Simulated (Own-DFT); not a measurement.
Simulation results for Al3GaAs4 (zincblende random alloy, atoms displaced)

All values are calculated (Own-DFT development build). A calculation, not a measurement: plane-wave PBE density functional theory by an unreviewed code, no spin, of a simulated periodic cell, stress positive in tension, free energy of the whole cell less one offset for each atom, forces on such cells passed a denser k mesh, this cell's mesh not checked; offsets are fitted by least squares, one for each functional and potential file, so energies compare only between cells with the same atoms and settings and are not formation energies; the far tail of each file's local potential was reset to the Coulomb form; each entry is a single point on an unrelaxed cell, so the pressure reflects the starting lattice, mostly measured values, from which strain is counted, and rises with the displacements; printed positions are rounded, which can move forces by about a meV/angstrom; the program is a retired in-house code; no spin-orbit coupling.

Common to all runs: functional PBE; potential files PseudoDojo norm-conserving, scalar-relativistic, standard set; wave cutoff 42 hartree; occupations Fermi-Dirac; smearing width 0.1 eV; k mesh 3 x 3 x 3 centred on Gamma.

```json
{"entry": 1, "formula": "Al3GaAs4", "kind": "zincblende random alloy, atoms displaced", "structure": {"cell_angstrom": [[11.3183, 0.0, 0.0], [0.0, 11.3183, 0.0], [0.0, 0.0, 11.3183]], "atoms_fractional": [["Al", 0.00032, 0.99587, 0.00591], ["Al", 0.99893, 0.2494, 0.2523], ["Al", 0.24479, 0.99744, 0.25059], ["Al", 0.25065, 0.25265, 0.00246], ["As", 0.12628, 0.12435, 0.12512], ["As", 0.12535, 0.37588, 0.37347], ["As", 0.37559, 0.12751, 0.37763], ["As", 0.37581, 0.37545, 0.12833], ["Al", 0.99923, 0.0059, 0.50199], ["Al", 0.99676, 0.25379, 0.74562], ["Al", 0.25098, 0.00242, 0.75025], ["Al", 0.24841, 0.25122, 0.49882], ["As", 0.12547, 0.13057, 0.62352], ["As", 0.13028, 0.37075, 0.8738], ["As", 0.37419, 0.12283, 0.86984], ["As", 0.37797, 0.37707, 0.62098], ["Al", 0.00068, 0.49734, 0.00098], ["Ga", 0.9998, 0.74908, 0.24713], ["Al", 0.24801, 0.49993, 0.24993], ["Ga", 0.24373, 0.75046, 0.99977], ["As", 0.12684, 0.62669, 0.12486], ["As", 0.12445, 0.87511, 0.37759], ["As", 0.37776, 0.62753, 0.37797], ["As", 0.37426, 0.87979, 0.12433], ["Al", 0.00087, 0.50129, 0.50046], ["Al", 0.0014, 0.74741, 0.75064], ["Al", 0.24983, 0.49992, 0.74691], ["Al", 0.25047, 0.75242, 0.49514], ["As", 0.12366, 0.62457, 0.62248], ["As", 0.12105, 0.8713, 0.87839], ["As", 0.37703, 0.62308, 0.87578], ["As", 0.37726, 0.87533, 0.62219], ["Al", 0.50047, 0.99993, 0.00345], ["Ga", 0.50335, 0.25227, 0.25017], ["Al", 0.74993, 0.00161, 0.25155], ["Al", 0.75351, 0.25461, 0.00247], ["As", 0.62866, 0.12452, 0.12222], ["As", 0.62609, 0.37956, 0.37546], ["As", 0.87366, 0.12353, 0.37143], ["As", 0.87324, 0.37508, 0.12349], ["Al", 0.49984, 0.00017, 0.50027], ["Al", 0.50172, 0.25208, 0.74965], ["Ga", 0.74999, 0.00178, 0.74949], ["Al", 0.75167, 0.25286, 0.50618], ["As", 0.62584, 0.12501, 0.62851], ["As", 0.62186, 0.37215, 0.87587], ["As", 0.87639, 0.13045, 0.87715], ["As", 0.87954, 0.37353, 0.62793], ["Ga", 0.49822, 0.49736, 0.00231], ["Al", 0.50089, 0.74466, 0.25027], ["Al", 0.7482, 0.50253, 0.25064], ["Al", 0.74875, 0.74845, 0.9995], ["As", 0.62561, 0.62961, 0.12573], ["As", 0.62599, 0.874, 0.37444], ["As", 0.87882, 0.62858, 0.37635], ["As", 0.87079, 0.87464, 0.12405], ["Ga", 0.50001, 0.49945, 0.49331], ["Ga", 0.49774, 0.75036, 0.74877], ["Al", 0.75123, 0.50349, 0.74914], ["Ga", 0.7512, 0.75093, 0.50061], ["As", 0.62184, 0.62585, 0.62273], ["As", 0.62526, 0.8702, 0.8745], ["As", 0.88064, 0.63146, 0.87205], ["As", 0.87749, 0.87197, 0.62493]]}, "results": {"free_energy_of_cell_above_offsets [eV]": "-20.169", "pressure [GPa]": 2.96, "stress_xx [GPa]": -2.98, "stress_yy [GPa]": -2.92, "stress_zz [GPa]": -2.96, "stress_yz [GPa]": 0.37, "stress_xz [GPa]": -0.03, "stress_xy [GPa]": -0.14, "force_element": ["Al", "Al", "Al", "Al", "As", "As", "As", "As", "Al", "Al", "Al", "Al", "As", "As", "As", "As", "Al", "Ga", "Al", "Ga", "As", "As", "As", "As", "Al", "Al", "Al", "Al", "As", "As", "As", "As", "Al", "Ga", "Al", "Al", "As", "As", "As", "As", "Al", "Al", "Ga", "Al", "As", "As", "As", "As", "Ga", "Al", "Al", "Al", "As", "As", "As", "As", "Ga", "Ga", "Al", "Ga", "As", "As", "As", "As"], "force_x [eV/angstrom]": [-0.197, 0.116, 0.613, 0.36, -0.223, -0.257, -0.146, -0.213, -0.002, 0.768, -0.483, 0.395, -0.092, -0.572, 0.364, -0.244, 0.218, 0.045, 0.409, 1.044, -0.333, -0.458, -0.608, -0.103, -0.079, 0.33, 0.248, 0.025, 0.451, 0.205, -0.539, -0.586, 0.059, 0.02, -0.265, -0.522, -0.105, 0.443, -0.042, 0.345, 0.322, -0.43, 0.35, -0.146, -0.151, 0.647, 0.195, -0.684, 0.29, -0.295, 0.439, 0.266, -0.003, -0.187, -0.395, 0.063, 0.033, 0.082, -0.211, -0.149, 0.316, -0.114, -0.675, 0.049], "force_y [eV/angstrom]": [0.51, 0.045, 0.358, -0.594, 0.227, -0.004, -0.298, -0.027, -0.442, -0.679, -0.604, 0.222, -0.371, 0.478, 0.521, -0.2, 0.222, 0.361, 0.347, 0.006, -0.535, 0.189, -0.322, -0.757, -0.2, 0.482, 0.048, -0.172, 0.249, 0.705, 0.169, 0.08, 0.027, -0.39, -0.367, -0.427, 0.261, -0.614, 0.488, 0.397, 0.154, -0.217, -0.33, -0.309, 0.13, 0.547, -0.559, 0.963, 0.287, 0.961, 0.236, 0.078, -0.763, 0.14, -0.514, -0.043, 0.211, -0.129, -0.103, -0.037, -0.222, 0.606, -1.041, 0.565], "force_z [eV/angstrom]": [-0.493, -0.404, 0.219, -0.219, 0.12, 0.135, -0.422, -0.021, -0.074, 0.943, -0.233, -0.003, 0.297, -0.068, 0.828, 0.192, -0.434, 0.14, 0.194, -0.053, 0.08, -0.214, -0.623, 0.361, -0.192, -0.514, 0.126, 0.611, 0.089, -0.677, -0.038, 0.228, -0.741, 0.09, -0.226, -0.498, 0.257, -0.01, 0.685, 0.702, -0.141, -0.157, 0.399, -0.524, -0.496, 0.042, -0.041, -0.563, -0.065, -0.079, -0.046, -0.26, -0.24, -0.029, -0.154, 0.274, 0.641, 0.109, 0.23, 0.003, 0.015, 0.094, 0.702, 0.148]}}
{"entry": 2, "formula": "Al3GaAs4", "kind": "zincblende random alloy, atoms displaced", "structure": {"cell_angstrom": [[11.3183, 0.0, 0.0], [0.0, 11.3183, 0.0], [0.0, 0.0, 11.3183]], "atoms_fractional": [["Al", 0.00371, 0.00261, 0.00199], ["Al", 0.00252, 0.2468, 0.25225], ["Al", 0.2424, 0.00163, 0.24814], ["Al", 0.25011, 0.2537, 0.00126], ["As", 0.12034, 0.12383, 0.12789], ["As", 0.12429, 0.37658, 0.37446], ["As", 0.37445, 0.12153, 0.37871], ["As", 0.37666, 0.37876, 0.12323], ["Al", 0.99848, 0.99886, 0.49751], ["Ga", 0.00088, 0.25202, 0.74927], ["Al", 0.25052, 0.99746, 0.75143], ["Al", 0.24816, 0.24852, 0.49685], ["As", 0.12, 0.1308, 0.62618], ["As", 0.12622, 0.37112, 0.87766], ["As", 0.36909, 0.1278, 0.87055], ["As", 0.37345, 0.37268, 0.62449], ["Al", 0.00328, 0.49825, 0.001], ["Al", 0.00421, 0.75047, 0.25788], ["Ga", 0.24785, 0.50262, 0.25082], ["Al", 0.25229, 0.75209, 0.99418], ["As", 0.12506, 0.6247, 0.12443], ["As", 0.12807, 0.87103, 0.37749], ["As", 0.37469, 0.62269, 0.37387], ["As", 0.37323, 0.87662, 0.1238], ["Al", 0.99807, 0.49389, 0.49848], ["Al", 0.9959, 0.74563, 0.74589], ["Al", 0.25138, 0.49584, 0.75056], ["Al", 0.24871, 0.74736, 0.49762], ["As", 0.12684, 0.62629, 0.62653], ["As", 0.12128, 0.87163, 0.86995], ["As", 0.37743, 0.62795, 0.87594], ["As", 0.37277, 0.87897, 0.62522], ["Al", 0.49724, 0.00251, 0.00457], ["Ga", 0.50384, 0.24659, 0.25009], ["Al", 0.75278, 0.99794, 0.25462], ["Ga", 0.74965, 0.24985, 0.00324], ["As", 0.6282, 0.12983, 0.1239], ["As", 0.62445, 0.37215, 0.37385], ["As", 0.87331, 0.12407, 0.37825], ["As", 0.87516, 0.37151, 0.12344], ["Al", 0.49961, 0.99817, 0.50341], ["Al", 0.49894, 0.24515, 0.7532], ["Al", 0.74528, 0.0054, 0.75078], ["Ga", 0.74855, 0.25208, 0.4974], ["As", 0.62833, 0.12839, 0.62858], ["As", 0.62315, 0.37197, 0.87142], ["As", 0.88117, 0.12213, 0.8813], ["As", 0.87422, 0.37199, 0.62385], ["Al", 0.49492, 0.49779, 0.99447], ["Ga", 0.50064, 0.74859, 0.2538], ["Ga", 0.75442, 0.49855, 0.25022], ["Ga", 0.74992, 0.7522, 0.00306], ["As", 0.62441, 0.62096, 0.12589], ["As", 0.63023, 0.87329, 0.37423], ["As", 0.87593, 0.62849, 0.37932], ["As", 0.87647, 0.87374, 0.12046], ["Al", 0.49836, 0.49848, 0.50284], ["Al", 0.49974, 0.74986, 0.75196], ["Al", 0.75268, 0.50264, 0.75272], ["Al", 0.74957, 0.75222, 0.50136], ["As", 0.63039, 0.62369, 0.6224], ["As", 0.62595, 0.87715, 0.87342], ["As", 0.87653, 0.6257, 0.86989], ["As", 0.87767, 0.87997, 0.62728]]}, "results": {"free_energy_of_cell_above_offsets [eV]": "-19.987", "pressure [GPa]": 2.98, "stress_xx [GPa]": -2.99, "stress_yy [GPa]": -3.0, "stress_zz [GPa]": -2.96, "stress_yz [GPa]": 0.18, "stress_xz [GPa]": 0.1, "stress_xy [GPa]": -0.22, "force_element": ["Al", "Al", "Al", "Al", "As", "As", "As", "As", "Al", "Ga", "Al", "Al", "As", "As", "As", "As", "Al", "Al", "Ga", "Al", "As", "As", "As", "As", "Al", "Al", "Al", "Al", "As", "As", "As", "As", "Al", "Ga", "Al", "Ga", "As", "As", "As", "As", "Al", "Al", "Al", "Ga", "As", "As", "As", "As", "Al", "Ga", "Ga", "Ga", "As", "As", "As", "As", "Al", "Al", "Al", "Al", "As", "As", "As", "As"], "force_x [eV/angstrom]": [-0.023, -0.601, 0.784, 0.095, 0.651, 0.154, -0.037, -0.233, 0.389, -0.453, -0.724, -0.024, 0.652, -0.133, 0.244, 0.178, -0.405, -0.494, 0.135, -0.432, 0.065, -0.175, 0.11, -0.087, 0.145, 0.303, -0.064, 0.517, -0.172, 0.088, -0.369, 0.144, 0.225, -0.622, 0.025, 0.243, -0.198, -0.089, 0.245, 0.476, 0.581, -0.054, 0.958, 0.027, -0.597, 0.271, -0.74, -0.148, 0.808, 0.025, -0.101, -0.234, -0.116, -0.751, 0.001, 0.428, 0.256, 0.324, -0.273, 0.463, -0.665, -0.38, -0.021, -0.593], "force_y [eV/angstrom]": [-0.855, 0.361, -0.323, -0.493, 0.482, -0.323, 0.026, -0.47, 0.167, -0.116, 0.39, 0.119, -0.951, 0.56, -0.427, -0.207, 0.125, -0.179, -0.25, 0.003, 0.503, 0.756, 0.096, -0.133, 0.708, 0.455, 0.393, -0.022, -0.687, 0.213, -0.422, -0.825, 0.194, 0.165, 0.202, 0.139, -1.1, 0.619, 0.104, 0.279, 0.145, 0.441, -0.297, -0.166, -0.111, 0.306, 0.518, 0.39, 0.163, 0.106, 0.124, -0.465, 0.058, 0.259, -0.426, 0.236, -0.027, 0.158, -0.577, 0.136, 0.114, 0.042, -0.187, -0.211], "force_z [eV/angstrom]": [-0.221, 0.104, 0.345, 0.342, -0.377, -0.158, -0.565, 0.553, 0.374, 0.43, -0.31, 0.314, -0.404, -0.28, 0.905, 0.063, -0.21, -0.943, -0.352, 0.442, -0.063, -0.048, 0.411, 0.421, 0.402, -0.121, 0.134, 0.51, -0.273, 0.34, -0.439, -0.073, -0.619, -0.019, -0.881, -0.782, 0.432, 0.117, -0.317, 0.335, -0.124, -0.517, 0.36, 0.28, -0.63, 0.282, -0.692, 0.288, 0.246, -0.496, 0.101, -0.407, -0.266, 0.329, -0.135, 0.951, -0.171, -0.569, -0.394, 0.285, 0.351, 0.412, 1.085, -0.084]}}
{"entry": 3, "formula": "Al3GaAs4", "kind": "zincblende random alloy, atoms displaced", "structure": {"cell_angstrom": [[11.3183, 0.0, 0.0], [0.0, 11.3183, 0.0], [0.0, 0.0, 11.3183]], "atoms_fractional": [["Al", 0.00217, 0.99937, 0.9968], ["Al", 0.00295, 0.25176, 0.24792], ["Al", 0.25188, 0.99829, 0.24725], ["Al", 0.25062, 0.24809, 0.00057], ["As", 0.12124, 0.1216, 0.12369], ["As", 0.1276, 0.37873, 0.37502], ["As", 0.374, 0.12578, 0.37295], ["As", 0.37713, 0.379, 0.12732], ["Ga", 0.00252, 0.00321, 0.50484], ["Ga", 0.99671, 0.25504, 0.747], ["Ga", 0.25302, 0.00133, 0.75155], ["Al", 0.25264, 0.24877, 0.50121], ["As", 0.12449, 0.12147, 0.6257], ["As", 0.1251, 0.37248, 0.87921], ["As", 0.37271, 0.12507, 0.88058], ["As", 0.37742, 0.37354, 0.62177], ["Al", 0.99856, 0.50277, 0.99574], ["Al", 0.00162, 0.75018, 0.24974], ["Al", 0.25172, 0.49656, 0.25001], ["Ga", 0.2501, 0.74702, 0.0033], ["As", 0.12458, 0.62176, 0.12247], ["As", 0.1262, 0.8765, 0.37332], ["As", 0.37226, 0.62527, 0.37658], ["As", 0.37845, 0.87647, 0.12417], ["Al", 0.00115, 0.50173, 0.50112], ["Al", 0.00287, 0.75054, 0.75237], ["Al", 0.24845, 0.50493, 0.74966], ["Al", 0.24643, 0.74878, 0.50081], ["As", 0.13027, 0.62434, 0.62131], ["As", 0.12361, 0.8772, 0.87401], ["As", 0.37862, 0.62326, 0.87661], ["As", 0.37645, 0.87569, 0.6224], ["Al", 0.49958, 0.99602, 0.00091], ["Ga", 0.50318, 0.24622, 0.24242], ["Ga", 0.75066, 0.00162, 0.24831], ["Al", 0.7496, 0.24686, 0.99753], ["As", 0.62682, 0.12687, 0.1247], ["As", 0.62848, 0.37643, 0.37347], ["As", 0.87788, 0.12349, 0.3762], ["As", 0.87094, 0.37947, 0.12125], ["Ga", 0.4962, 0.00049, 0.5003], ["Al", 0.49892, 0.2465, 0.74643], ["Al", 0.74381, 0.00169, 0.74858], ["Al", 0.75214, 0.25007, 0.50027], ["As", 0.6288, 0.12546, 0.62382], ["As", 0.62762, 0.37182, 0.87544], ["As", 0.87637, 0.12619, 0.8723], ["As", 0.87636, 0.37373, 0.62905], ["Al", 0.49788, 0.49814, 0.00211], ["Al", 0.4984, 0.74729, 0.2481], ["Al", 0.74659, 0.49672, 0.24722], ["Al", 0.7521, 0.75221, 0.99899], ["As", 0.62008, 0.62159, 0.12472], ["As", 0.62738, 0.87334, 0.37346], ["As", 0.87232, 0.62115, 0.37196], ["As", 0.87537, 0.87675, 0.12574], ["Al", 0.49462, 0.49535, 0.50111], ["Al", 0.49902, 0.74781, 0.75214], ["Al", 0.75242, 0.4992, 0.7485], ["Ga", 0.75073, 0.74805, 0.5], ["As", 0.62089, 0.62174, 0.62461], ["As", 0.62523, 0.87578, 0.87047], ["As", 0.87274, 0.62445, 0.87675], ["As", 0.87639, 0.87147, 0.62074]]}, "results": {"free_energy_of_cell_above_offsets [eV]": "-20.170", "pressure [GPa]": 2.96, "stress_xx [GPa]": -2.93, "stress_yy [GPa]": -2.96, "stress_zz [GPa]": -2.97, "stress_yz [GPa]": 0.18, "stress_xz [GPa]": 0.11, "stress_xy [GPa]": -0.01, "force_element": ["Al", "Al", "Al", "Al", "As", "As", "As", "As", "Ga", "Ga", "Ga", "Al", "As", "As", "As", "As", "Al", "Al", "Al", "Ga", "As", "As", "As", "As", "Al", "Al", "Al", "Al", "As", "As", "As", "As", "Al", "Ga", "Ga", "Al", "As", "As", "As", "As", "Ga", "Al", "Al", "Al", "As", "As", "As", "As", "Al", "Al", "Al", "Al", "As", "As", "As", "As", "Al", "Al", "Al", "Ga", "As", "As", "As", "As"], "force_x [eV/angstrom]": [-0.577, -0.443, -0.165, -0.171, 0.542, -0.22, 0.122, -0.329, -0.291, 0.793, -0.086, -0.443, 0.415, 0.098, 0.606, -0.665, 0.038, -0.15, -0.138, 0.035, -0.008, -0.069, 0.127, -0.369, -0.275, -0.287, 0.34, 0.48, -0.839, 0.587, -0.47, -0.323, 0.443, -0.231, -0.001, 0.339, 0.033, -0.587, 0.004, 0.504, 0.666, 0.183, 1.071, 0.082, -0.633, -0.537, -0.174, -0.232, 0.517, 0.142, 0.149, -0.487, 0.556, -0.429, 0.3, 0.201, 0.677, 0.079, -0.5, -0.196, 0.247, -0.132, 0.196, -0.114], "force_y [eV/angstrom]": [0.085, 0.209, 0.184, 0.281, 0.279, -0.573, 0.006, -0.815, -0.616, -0.693, -0.208, -0.003, 0.87, 0.409, -0.053, -0.123, -0.38, -0.154, 0.621, 0.341, 0.018, -0.085, -0.065, -0.441, -0.174, -0.261, -0.795, 0.59, 0.127, -0.413, 0.083, -0.421, 0.444, 0.553, -0.071, 0.254, -0.71, -0.463, 0.41, -0.585, 0.055, 0.143, -0.272, 0.084, 0.07, 0.233, -0.382, 0.6, -0.197, 0.128, 0.401, -0.099, 0.474, 0.113, 0.142, -0.143, 0.454, 0.192, 0.097, -0.203, 0.021, -0.216, 0.301, 0.339], "force_z [eV/angstrom]": [0.078, 0.106, 0.112, 0.607, 0.097, 0.214, -0.196, -0.326, -0.629, 0.545, -0.102, -0.207, 0.348, -0.592, -0.492, 0.854, 0.29, 0.067, 0.074, -0.372, 0.431, 0.189, -0.125, 0.169, -0.193, -0.392, 0.267, -0.451, 0.627, 0.131, -0.061, 0.49, -0.26, 0.918, 0.384, 0.078, -0.563, 0.319, -0.168, 0.036, -0.414, 0.482, -0.12, -0.274, -0.287, -0.268, 0.005, -0.968, -0.493, 0.398, -0.016, 0.32, -0.228, 0.004, 0.05, -0.285, -0.673, -0.39, 0.231, -0.157, 0.033, 0.512, -0.528, 0.76]}}
```
